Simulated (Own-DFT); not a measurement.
## Calculated data, GaP (zincblende, strongly disordered by large displacements), InAs (zincblende, strongly disordered by large displacements)

A calculation, not a measurement: plane-wave PBE density functional theory by an unreviewed code, no spin, of a simulated periodic cell, stress positive in tension, free energy of the whole cell less one offset for each atom, forces on such cells passed a denser k mesh, this cell's mesh not checked; broken bonds can close the gap or carry spin, so checks made on this kind of crystal may not hold here; offsets are fitted by least squares, one for each functional and potential file, so energies compare only between cells with the same atoms and settings and are not formation energies; the far tail of each file's local potential was reset to the Coulomb form; each entry is a single point on an unrelaxed cell, so the pressure reflects the starting lattice, mostly measured values (interpolated for alloys), from which strain is counted, and rises with the displacements; printed positions are rounded, which can move forces by about a meV/angstrom; the program, named Own-DFT, is a retired in-house code; no spin-orbit coupling. Program: Own-DFT development build.

Settings shared by all entries: functional PBE; potential files PseudoDojo norm-conserving, scalar-relativistic, standard set; wave cutoff 42 hartree; occupations Fermi-Dirac; smearing width 0.1 eV; k mesh 3 x 3 x 3 centred on Gamma.

```json
{"entry": 1, "formula": "GaP", "kind": "zincblende, strongly disordered by large displacements", "structure": {"cell_angstrom": [[10.901, 0.0, 0.0], [0.0, 10.901, 0.0], [0.0, 0.0, 10.901]], "atoms_fractional": [["Ga", 0.9939, 0.02994, 0.00268], ["Ga", 0.99366, 0.24198, 0.21806], ["Ga", 0.24597, 0.98267, 0.24178], ["Ga", 0.32398, 0.22818, 0.99505], ["P", 0.10354, 0.1215, 0.12159], ["P", 0.09173, 0.33547, 0.38341], ["P", 0.37059, 0.11656, 0.32717], ["P", 0.3406, 0.35971, 0.14545], ["Ga", 0.00948, 0.99727, 0.47686], ["Ga", 0.01461, 0.26715, 0.7936], ["Ga", 0.27436, 0.96827, 0.78146], ["Ga", 0.31872, 0.20328, 0.49677], ["P", 0.08783, 0.13432, 0.61423], ["P", 0.17128, 0.34954, 0.88842], ["P", 0.36908, 0.0972, 0.87114], ["P", 0.33979, 0.35798, 0.62299], ["Ga", 0.0118, 0.47863, 0.00116], ["Ga", 0.01704, 0.78474, 0.22619], ["Ga", 0.24073, 0.48948, 0.28441], ["Ga", 0.20641, 0.78658, 0.99535], ["P", 0.08656, 0.64443, 0.1261], ["P", 0.09815, 0.86344, 0.39018], ["P", 0.38452, 0.6027, 0.31677], ["P", 0.34862, 0.90024, 0.11058], ["Ga", 0.98719, 0.49731, 0.46316], ["Ga", 0.0033, 0.70687, 0.70487], ["Ga", 0.21107, 0.51283, 0.73946], ["Ga", 0.30799, 0.8017, 0.469], ["P", 0.08484, 0.57998, 0.59627], ["P", 0.10205, 0.89089, 0.88234], ["P", 0.37549, 0.56543, 0.84852], ["P", 0.37453, 0.78563, 0.64179], ["Ga", 0.499, 0.95526, 0.99229], ["Ga", 0.51526, 0.25946, 0.2108], ["Ga", 0.76125, 0.9908, 0.26891], ["Ga", 0.74545, 0.20745, 0.99717], ["P", 0.59994, 0.14393, 0.0938], ["P", 0.57543, 0.35669, 0.39298], ["P", 0.86368, 0.15247, 0.44296], ["P", 0.81238, 0.34261, 0.11178], ["Ga", 0.50905, 0.01979, 0.48995], ["Ga", 0.48735, 0.2988, 0.77423], ["Ga", 0.76845, 0.96704, 0.78991], ["Ga", 0.71428, 0.26224, 0.47262], ["P", 0.59184, 0.13548, 0.60954], ["P", 0.63265, 0.37242, 0.85608], ["P", 0.83794, 0.12665, 0.855], ["P", 0.82379, 0.40115, 0.65663], ["Ga", 0.51152, 0.5319, 0.98529], ["Ga", 0.46213, 0.74182, 0.22105], ["Ga", 0.78937, 0.49282, 0.25273], ["Ga", 0.77061, 0.71834, 0.99609], ["P", 0.59484, 0.63021, 0.15419], ["P", 0.66976, 0.82955, 0.3687], ["P", 0.90371, 0.63575, 0.37412], ["P", 0.85838, 0.92838, 0.12326], ["Ga", 0.47508, 0.48218, 0.52633], ["Ga", 0.5279, 0.75149, 0.73596], ["Ga", 0.74767, 0.50073, 0.79066], ["Ga", 0.75112, 0.75571, 0.51855], ["P", 0.63306, 0.55828, 0.58794], ["P", 0.6502, 0.8495, 0.88688], ["P", 0.88313, 0.65538, 0.8352], ["P", 0.89757, 0.89109, 0.57575]]}, "settings": {"hardware": "one NVIDIA H100"}, "results": {"free_energy_of_cell_above_offsets [eV]": "22.211", "pressure [GPa]": 13.75, "stress_xx [GPa]": -13.95, "stress_yy [GPa]": -12.65, "stress_zz [GPa]": -14.64, "stress_yz [GPa]": -4.47, "stress_xz [GPa]": 0.19, "stress_xy [GPa]": -0.69, "force_element": ["Ga", "Ga", "Ga", "Ga", "P", "P", "P", "P", "Ga", "Ga", "Ga", "Ga", "P", "P", "P", "P", "Ga", "Ga", "Ga", "Ga", "P", "P", "P", "P", "Ga", "Ga", "Ga", "Ga", "P", "P", "P", "P", "Ga", "Ga", "Ga", "Ga", "P", "P", "P", "P", "Ga", "Ga", "Ga", "Ga", "P", "P", "P", "P", "Ga", "Ga", "Ga", "Ga", "P", "P", "P", "P", "Ga", "Ga", "Ga", "Ga", "P", "P", "P", "P"], "force_x [eV/angstrom]": [-2.667, -2.687, -4.31, -2.394, 5.316, 1.248, 2.026, 1.343, 0.424, -2.261, -3.384, -2.292, 2.28, -0.452, 5.132, -0.239, -0.608, -3.704, -4.924, 2.06, 3.16, 5.174, 1.061, 1.9, -0.848, 0.586, 0.176, -1.549, 4.951, -2.302, -0.387, -3.447, 1.273, -2.355, -2.11, -0.713, -1.222, -1.26, 2.726, 4.007, -1.525, -4.548, 0.422, 0.384, 1.668, 0.843, 5.045, 3.412, 0.773, -0.956, -1.576, -0.283, 5.282, -4.547, -3.355, 2.254, -3.596, 4.109, 0.625, 1.331, 4.464, -2.798, -2.506, -3.649], "force_y [eV/angstrom]": [-1.591, 2.454, 1.835, 2.213, 0.307, 0.409, -0.196, 0.93, 6.941, -1.036, -3.365, -0.29, 0.364, 1.526, 0.997, 1.296, -0.086, 2.26, -2.647, -3.796, -3.568, -2.802, -0.261, -4.165, -5.93, 5.672, -1.795, -0.172, 0.586, 1.197, 2.673, 2.023, 2.437, 2.883, 2.656, 1.096, -6.052, 2.114, -2.126, 2.975, -3.281, -3.095, -1.541, -0.12, 1.82, -0.931, 2.334, -3.836, -1.852, 6.552, 0.845, 0.481, -3.049, 2.44, 3.298, -3.941, -0.525, -2.652, 5.816, -3.116, 3.911, -1.295, -2.155, -4.074], "force_z [eV/angstrom]": [-3.173, 2.335, 2.977, 2.324, 0.948, -0.356, 0.102, -0.228, 0.195, -2.5, -3.817, 1.149, 0.611, 0.776, -0.691, 1.517, -0.247, 0.916, -0.967, 2.784, -2.514, -1.87, 5.055, -1.697, -0.247, -1.391, 0.066, -4.647, 1.21, -4.047, -0.812, 2.217, -0.784, 3.531, 3.796, -1.939, -0.177, -3.547, -3.178, 1.955, -3.301, -3.463, -4.636, 3.351, 3.846, 6.008, -0.944, -5.313, 1.487, -0.432, 0.862, 2.482, -2.828, -3.77, -2.939, -3.084, -1.972, 2.25, 0.717, 2.518, 2.458, 0.274, 4.305, 6.489], "wall_time [s]": 632.9}}
{"entry": 2, "formula": "InAs", "kind": "zincblende, strongly disordered by large displacements", "structure": {"cell_angstrom": [[12.1166, 0.0, 0.0], [0.0, 12.1166, 0.0], [0.0, 0.0, 12.1166]], "atoms_fractional": [["In", 0.00823, 0.97118, 0.0206], ["In", 0.99529, 0.25803, 0.28369], ["In", 0.27255, 0.98891, 0.28208], ["In", 0.29045, 0.19468, 0.06608], ["As", 0.13754, 0.09424, 0.11399], ["As", 0.12544, 0.35129, 0.35967], ["As", 0.38196, 0.08714, 0.38805], ["As", 0.32402, 0.36567, 0.09423], ["In", 0.0182, 0.97851, 0.51991], ["In", 0.02792, 0.22961, 0.71496], ["In", 0.26724, 0.98311, 0.76195], ["In", 0.20009, 0.29904, 0.51085], ["As", 0.12036, 0.07992, 0.62129], ["As", 0.15356, 0.36528, 0.86708], ["As", 0.41347, 0.01807, 0.89118], ["As", 0.39808, 0.39363, 0.64057], ["In", 0.00641, 0.52477, 0.04048], ["In", 0.98573, 0.69827, 0.24599], ["In", 0.19698, 0.45981, 0.2211], ["In", 0.25993, 0.75192, 0.99214], ["As", 0.17077, 0.61589, 0.11643], ["As", 0.16428, 0.88762, 0.3972], ["As", 0.38701, 0.61148, 0.38881], ["As", 0.38344, 0.83066, 0.14653], ["In", 0.00959, 0.44528, 0.53518], ["In", 0.99029, 0.72206, 0.73758], ["In", 0.27565, 0.50602, 0.72966], ["In", 0.25206, 0.74231, 0.56241], ["As", 0.1077, 0.65353, 0.62499], ["As", 0.14861, 0.91156, 0.87132], ["As", 0.36848, 0.6296, 0.86212], ["As", 0.3976, 0.91689, 0.61233], ["In", 0.53966, 0.93984, 0.98623], ["In", 0.50535, 0.21061, 0.25021], ["In", 0.72287, 0.99036, 0.28125], ["In", 0.76666, 0.22623, 0.98961], ["As", 0.64742, 0.11706, 0.12516], ["As", 0.62298, 0.38271, 0.37123], ["As", 0.86002, 0.0938, 0.39547], ["As", 0.85743, 0.42211, 0.08787], ["In", 0.51092, 0.99668, 0.46771], ["In", 0.51665, 0.25669, 0.76285], ["In", 0.7626, 0.02072, 0.7437], ["In", 0.75211, 0.25354, 0.45317], ["As", 0.63689, 0.16729, 0.65027], ["As", 0.6327, 0.37564, 0.87779], ["As", 0.87841, 0.11242, 0.90321], ["As", 0.87021, 0.36287, 0.60544], ["In", 0.51161, 0.45313, 0.04122], ["In", 0.50555, 0.76252, 0.2518], ["In", 0.73591, 0.47993, 0.25064], ["In", 0.7548, 0.74391, 0.9846], ["As", 0.63628, 0.67387, 0.10099], ["As", 0.63343, 0.86168, 0.38079], ["As", 0.84411, 0.66202, 0.38585], ["As", 0.87503, 0.84477, 0.15353], ["In", 0.52784, 0.52285, 0.53629], ["In", 0.50057, 0.7286, 0.70788], ["In", 0.74131, 0.52894, 0.78895], ["In", 0.74119, 0.79887, 0.50272], ["As", 0.66104, 0.60799, 0.65226], ["As", 0.65205, 0.84813, 0.88593], ["As", 0.90369, 0.56889, 0.84546], ["As", 0.87232, 0.84889, 0.60978]]}, "settings": {"hardware": "one NVIDIA H200"}, "results": {"free_energy_of_cell_above_offsets [eV]": "29.351", "pressure [GPa]": 14.78, "stress_xx [GPa]": -18.56, "stress_yy [GPa]": -11.72, "stress_zz [GPa]": -14.06, "stress_yz [GPa]": 1.56, "stress_xz [GPa]": -0.9, "stress_xy [GPa]": -0.77, "force_element": ["In", "In", "In", "In", "As", "As", "As", "As", "In", "In", "In", "In", "As", "As", "As", "As", "In", "In", "In", "In", "As", "As", "As", "As", "In", "In", "In", "In", "As", "As", "As", "As", "In", "In", "In", "In", "As", "As", "As", "As", "In", "In", "In", "In", "As", "As", "As", "As", "In", "In", "In", "In", "As", "As", "As", "As", "In", "In", "In", "In", "As", "As", "As", "As"], "force_x [eV/angstrom]": [-1.834, -6.102, -1.763, 1.148, -1.675, 0.818, -1.889, 2.826, -4.642, -1.051, 3.246, 4.787, 5.744, -0.564, -4.173, 1.304, 2.245, 2.055, 1.915, 0.213, -1.448, -2.903, -0.127, -5.249, 5.375, -4.073, -4.116, 5.452, 0.94, -5.811, 1.828, -0.441, 0.104, -0.428, 2.871, -2.951, -0.782, -3.596, 2.305, -2.83, 5.447, -3.733, -0.02, 0.17, 2.495, 0.476, 4.363, -5.9, 0.576, 4.248, 1.879, 9.114, -4.389, -6.391, 0.109, -0.242, -1.5, -0.979, -2.88, -0.355, -1.218, 0.691, 6.575, 4.735], "force_y [eV/angstrom]": [-0.81, -4.951, -1.485, -5.909, -0.23, 4.633, 8.718, 5.869, -4.03, 2.039, 3.052, -3.051, 4.289, -0.05, 6.164, -3.378, 0.804, 0.344, -0.076, 1.691, 2.989, -3.704, 0.378, 4.697, 4.81, 3.858, 1.317, 3.329, -7.088, -5.064, 0.146, -2.801, 0.94, 0.951, 2.686, 4.457, -1.026, -0.899, -0.091, -3.515, -1.491, 0.429, -1.103, 0.019, -2.6, -0.466, -3.279, -3.518, 1.648, -4.772, 3.155, -2.243, -4.931, -0.485, -3.012, 1.276, -1.144, 1.62, -4.607, -5.22, 4.554, 0.933, 1.815, 3.416], "force_z [eV/angstrom]": [-0.333, -4.466, -6.737, -3.25, 3.184, -1.42, -0.278, 0.292, -4.884, 2.273, -5.332, 7.816, 3.587, -0.311, -2.314, -2.469, -2.653, 0.082, 0.805, -1.486, 0.149, 1.891, 0.514, -4.641, -2.591, 4.977, 2.057, -3.882, -3.089, 4.463, 0.529, 1.404, 8.841, 0.574, -3.811, 2.18, -0.186, 1.113, -0.211, 1.667, 3.563, 1.666, 0.367, 1.952, -3.995, 1.994, -3.425, 3.546, -0.229, 4.615, -1.664, 0.404, 4.814, -3.239, -0.346, -1.337, -2.73, 1.504, 2.729, 2.212, -5.584, -9.986, 3.593, 5.521], "wall_time [s]": 1246.0}}
{"entry": 3, "formula": "InAs", "kind": "zincblende, strongly disordered by large displacements", "structure": {"cell_angstrom": [[12.1166, 0.0, 0.0], [0.0, 12.1166, 0.0], [0.0, 0.0, 12.1166]], "atoms_fractional": [["In", 0.9887, 0.97808, 0.98181], ["In", 0.98253, 0.25728, 0.26552], ["In", 0.24776, 0.95948, 0.28908], ["In", 0.23768, 0.25639, 0.00635], ["As", 0.10827, 0.14289, 0.0954], ["As", 0.12598, 0.30053, 0.38715], ["As", 0.36635, 0.2086, 0.36607], ["As", 0.38588, 0.38985, 0.07775], ["In", 0.99212, 0.02, 0.46928], ["In", 0.04011, 0.22827, 0.74203], ["In", 0.26128, 0.02224, 0.79999], ["In", 0.26437, 0.20927, 0.51543], ["As", 0.13007, 0.14343, 0.61392], ["As", 0.13473, 0.40644, 0.86172], ["As", 0.39802, 0.09872, 0.89567], ["As", 0.35862, 0.40024, 0.63567], ["In", 0.98011, 0.50537, 0.0262], ["In", 0.01841, 0.77887, 0.26852], ["In", 0.22442, 0.52622, 0.18732], ["In", 0.24679, 0.77608, 0.04044], ["As", 0.0759, 0.62021, 0.13817], ["As", 0.11719, 0.88773, 0.39164], ["As", 0.36533, 0.60561, 0.43905], ["As", 0.36037, 0.89531, 0.15258], ["In", 0.97331, 0.4851, 0.54743], ["In", 0.97945, 0.79556, 0.7414], ["In", 0.24501, 0.49909, 0.75411], ["In", 0.2254, 0.70408, 0.51615], ["As", 0.10875, 0.63031, 0.64488], ["As", 0.13938, 0.90308, 0.86044], ["As", 0.34148, 0.60011, 0.86901], ["As", 0.37017, 0.848, 0.5688], ["In", 0.50686, 0.99491, 0.99398], ["In", 0.5857, 0.26562, 0.23795], ["In", 0.75949, 0.01001, 0.28824], ["In", 0.7432, 0.19802, 0.96709], ["As", 0.63407, 0.1254, 0.13733], ["As", 0.59997, 0.3399, 0.40223], ["As", 0.90389, 0.16601, 0.40922], ["As", 0.9189, 0.3302, 0.06946], ["In", 0.50999, 0.96074, 0.48069], ["In", 0.4766, 0.27603, 0.77187], ["In", 0.69908, 0.96639, 0.74266], ["In", 0.70123, 0.25695, 0.52564], ["As", 0.61317, 0.12586, 0.61531], ["As", 0.5789, 0.37239, 0.8959], ["As", 0.89731, 0.13061, 0.83704], ["As", 0.86263, 0.34695, 0.63899], ["In", 0.52048, 0.50645, 0.00233], ["In", 0.46873, 0.74842, 0.26832], ["In", 0.76865, 0.47657, 0.2925], ["In", 0.69441, 0.75161, 0.98839], ["As", 0.59163, 0.63585, 0.14368], ["As", 0.64381, 0.90131, 0.37492], ["As", 0.87923, 0.65191, 0.37506], ["As", 0.8787, 0.89055, 0.16685], ["In", 0.54678, 0.50111, 0.45845], ["In", 0.48106, 0.70766, 0.73342], ["In", 0.75178, 0.51614, 0.76265], ["In", 0.72962, 0.72067, 0.46676], ["As", 0.61506, 0.61792, 0.63903], ["As", 0.61931, 0.89214, 0.89648], ["As", 0.86676, 0.56625, 0.90312], ["As", 0.83685, 0.89513, 0.64963]]}, "settings": {"hardware": "one NVIDIA H200"}, "results": {"free_energy_of_cell_above_offsets [eV]": "30.095", "pressure [GPa]": 14.93, "stress_xx [GPa]": -16.27, "stress_yy [GPa]": -13.47, "stress_zz [GPa]": -15.06, "stress_yz [GPa]": -0.87, "stress_xz [GPa]": 3.69, "stress_xy [GPa]": 0.38, "force_element": ["In", "In", "In", "In", "As", "As", "As", "As", "In", "In", "In", "In", "As", "As", "As", "As", "In", "In", "In", "In", "As", "As", "As", "As", "In", "In", "In", "In", "As", "As", "As", "As", "In", "In", "In", "In", "As", "As", "As", "As", "In", "In", "In", "In", "As", "As", "As", "As", "In", "In", "In", "In", "As", "As", "As", "As", "In", "In", "In", "In", "As", "As", "As", "As"], "force_x [eV/angstrom]": [-0.823, 0.083, 2.317, 1.424, -2.068, 1.412, 3.095, -2.188, 1.391, -2.011, 0.033, 2.852, -0.886, -4.785, -0.797, 2.244, 3.276, -1.701, 5.63, -1.549, -1.227, -0.839, 2.567, 3.403, 1.13, 1.707, -0.868, -1.267, -3.238, -3.45, 4.279, -0.271, -0.2, -3.275, 3.939, 0.178, 1.688, -1.517, -6.129, -1.365, -3.633, -2.183, -2.063, 7.133, -3.953, 6.145, -2.24, -1.26, -1.017, -0.308, 0.328, 3.309, 1.738, -0.29, 2.946, -0.467, -2.085, -3.858, -1.79, -2.679, 3.491, -0.043, -2.985, 3.569], "force_y [eV/angstrom]": [1.434, 1.319, 5.286, 1.329, -1.772, 2.714, -1.146, -1.595, -3.253, 5.327, 1.699, 2.572, -6.843, -4.577, 6.803, -2.389, -2.179, -1.802, -3.854, -2.005, 5.811, -2.58, -1.646, 0.169, 1.441, -1.776, 1.133, 3.414, -0.982, -5.507, 5.114, 0.229, 0.038, 2.678, 4.537, 1.603, -5.452, -0.589, 2.36, -3.964, 3.543, -2.326, 4.625, 0.495, -4.429, -2.83, -2.356, -0.314, 5.819, -0.208, 0.104, -4.504, -0.155, -6.223, -2.315, -0.256, 5.988, 2.633, -2.402, 1.599, -1.76, -1.584, 5.533, -1.773], "force_z [eV/angstrom]": [1.266, -5.74, -0.643, -1.741, 1.684, 1.019, -5.348, 3.085, 3.589, 4.424, -5.543, 2.382, -0.496, 4.395, -1.234, -2.952, 0.817, -1.659, 2.128, -2.666, 0.863, 4.992, -3.868, -1.964, -1.887, 1.102, -5.556, -1.134, 2.329, 2.039, 4.986, 2.497, 7.157, -2.287, -2.594, -0.121, -3.283, -1.211, 0.955, 1.628, 3.127, -3.233, -0.148, 1.695, 3.655, -1.237, 1.118, 1.369, 1.318, 1.361, -1.16, 3.132, 0.303, -0.879, -0.707, -2.746, 2.631, 2.075, -2.244, 2.68, -2.92, -2.884, -2.463, -5.253], "wall_time [s]": 1201.0}}
{"entry": 4, "formula": "GaP", "kind": "zincblende, strongly disordered by large displacements", "structure": {"cell_angstrom": [[10.901, 0.0, 0.0], [0.0, 10.901, 0.0], [0.0, 0.0, 10.901]], "atoms_fractional": [["Ga", 0.96187, 0.97628, 0.97254], ["Ga", 0.99295, 0.30427, 0.24858], ["Ga", 0.20627, 0.99185, 0.24046], ["Ga", 0.25971, 0.21035, 0.96336], ["P", 0.13142, 0.10881, 0.13807], ["P", 0.08746, 0.39844, 0.35908], ["P", 0.36733, 0.11839, 0.45151], ["P", 0.35406, 0.34569, 0.16911], ["Ga", 0.98217, 0.02854, 0.50206], ["Ga", 0.98926, 0.24334, 0.77232], ["Ga", 0.27706, 0.00906, 0.78317], ["Ga", 0.22343, 0.27272, 0.48759], ["P", 0.15233, 0.17022, 0.61185], ["P", 0.05429, 0.32331, 0.91168], ["P", 0.38835, 0.13319, 0.87594], ["P", 0.39467, 0.37558, 0.59693], ["Ga", 0.95722, 0.50562, 0.0197], ["Ga", 0.97632, 0.77881, 0.22291], ["Ga", 0.25982, 0.45018, 0.26631], ["Ga", 0.23766, 0.77837, 0.99614], ["P", 0.20704, 0.63615, 0.17654], ["P", 0.09162, 0.88126, 0.34304], ["P", 0.36939, 0.58596, 0.36296], ["P", 0.3624, 0.85253, 0.12736], ["Ga", 0.02525, 0.4985, 0.48621], ["Ga", 0.01189, 0.76841, 0.75761], ["Ga", 0.25924, 0.49243, 0.77653], ["Ga", 0.23866, 0.79421, 0.48638], ["P", 0.13686, 0.59247, 0.65924], ["P", 0.15143, 0.88513, 0.88389], ["P", 0.39013, 0.66279, 0.94473], ["P", 0.36942, 0.8311, 0.65129], ["Ga", 0.49489, 0.02648, 0.97673], ["Ga", 0.47674, 0.28514, 0.27047], ["Ga", 0.81609, 0.98787, 0.33164], ["Ga", 0.70241, 0.28296, 0.94161], ["P", 0.6314, 0.12187, 0.09586], ["P", 0.59735, 0.31028, 0.39239], ["P", 0.89254, 0.1427, 0.31653], ["P", 0.84557, 0.40223, 0.12837], ["Ga", 0.46792, 0.9782, 0.46809], ["Ga", 0.52295, 0.25234, 0.79331], ["Ga", 0.74421, 0.00117, 0.6996], ["Ga", 0.77345, 0.22836, 0.43847], ["P", 0.59407, 0.06206, 0.63797], ["P", 0.60934, 0.41793, 0.88535], ["P", 0.82658, 0.12187, 0.8592], ["P", 0.85367, 0.3604, 0.63037], ["Ga", 0.52073, 0.52777, 0.99778], ["Ga", 0.48141, 0.77628, 0.22769], ["Ga", 0.70829, 0.48771, 0.29046], ["Ga", 0.72875, 0.7358, 0.0516], ["P", 0.62203, 0.63102, 0.14906], ["P", 0.60035, 0.86972, 0.40077], ["P", 0.85693, 0.6262, 0.41727], ["P", 0.85189, 0.908, 0.08782], ["Ga", 0.52601, 0.52435, 0.48673], ["Ga", 0.48237, 0.76278, 0.76373], ["Ga", 0.76332, 0.51689, 0.74649], ["Ga", 0.74454, 0.78562, 0.53703], ["P", 0.55746, 0.58493, 0.6501], ["P", 0.61405, 0.90186, 0.82507], ["P", 0.93263, 0.63902, 0.85413], ["P", 0.87518, 0.81686, 0.64658]]}, "settings": {"hardware": "one NVIDIA H100"}, "results": {"free_energy_of_cell_above_offsets [eV]": "41.205", "pressure [GPa]": 18.68, "stress_xx [GPa]": -20.11, "stress_yy [GPa]": -17.39, "stress_zz [GPa]": -18.53, "stress_yz [GPa]": 2.25, "stress_xz [GPa]": -4.46, "stress_xy [GPa]": 2.82, "force_element": ["Ga", "Ga", "Ga", "Ga", "P", "P", "P", "P", "Ga", "Ga", "Ga", "Ga", "P", "P", "P", "P", "Ga", "Ga", "Ga", "Ga", "P", "P", "P", "P", "Ga", "Ga", "Ga", "Ga", "P", "P", "P", "P", "Ga", "Ga", "Ga", "Ga", "P", "P", "P", "P", "Ga", "Ga", "Ga", "Ga", "P", "P", "P", "P", "Ga", "Ga", "Ga", "Ga", "P", "P", "P", "P", "Ga", "Ga", "Ga", "Ga", "P", "P", "P", "P"], "force_x [eV/angstrom]": [6.044, -4.103, 6.789, -8.479, -4.091, 7.607, -4.651, -1.139, 1.087, -3.224, -1.344, 3.143, -4.742, 5.541, 2.857, -0.594, 3.193, -1.446, -4.912, 0.542, -2.011, -0.301, 0.605, -4.103, -4.473, 7.238, 1.866, 0.015, -1.702, -5.729, -0.459, -6.489, 3.804, 1.532, -4.629, 5.543, 0.438, 4.822, 5.113, -2.835, 1.099, 0.117, 9.262, -0.833, -7.341, -1.049, 1.364, 0.811, -2.474, 5.84, 1.412, 4.69, -3.433, 3.549, -0.463, -5.937, -1.18, 4.702, -0.415, -5.95, 3.066, -0.352, -4.85, 2.043], "force_y [eV/angstrom]": [4.37, -4.57, -3.871, 4.909, 7.092, -1.175, 6.182, -3.113, -0.171, -3.542, -1.853, 4.578, -6.154, 4.438, 0.677, -0.182, 2.281, -2.803, 5.271, -5.245, 1.462, -0.464, 3.544, 7.309, 5.665, 2.209, -1.376, -1.703, 1.99, 3.981, -0.844, 5.569, -4.912, -6.036, -8.984, -8.15, 1.259, 3.109, 5.707, -2.364, -3.607, 0.393, -2.497, 1.776, 3.872, 3.808, -0.155, -0.65, 1.89, -4.686, 0.254, 4.175, -3.623, -2.633, 0.106, -4.191, -2.888, -5.101, 0.769, -3.391, 2.69, 0.08, -5.617, 5.136], "force_z [eV/angstrom]": [-5.361, -6.908, 3.476, 6.489, -6.637, 0.223, -2.686, -12.97, 0.46, -8.29, -4.505, -4.65, 6.99, 7.252, -5.24, 1.662, -2.447, -1.033, 3.598, 4.263, -0.884, 5.108, 0.834, -3.289, 8.072, -0.471, 1.185, -0.24, -2.39, -4.301, -3.289, -5.728, 3.886, -0.894, -0.092, 5.427, 0.718, 5.761, -1.632, 2.006, 3.343, -4.062, 2.826, 3.796, -2.425, -6.421, -0.302, -1.273, 4.498, 6.033, 0.477, -4.817, 4.057, -2.99, -1.454, 7.268, -6.021, 5.027, -0.692, -5.852, 6.816, 2.358, 4.524, 1.814], "wall_time [s]": 601.7}}
```
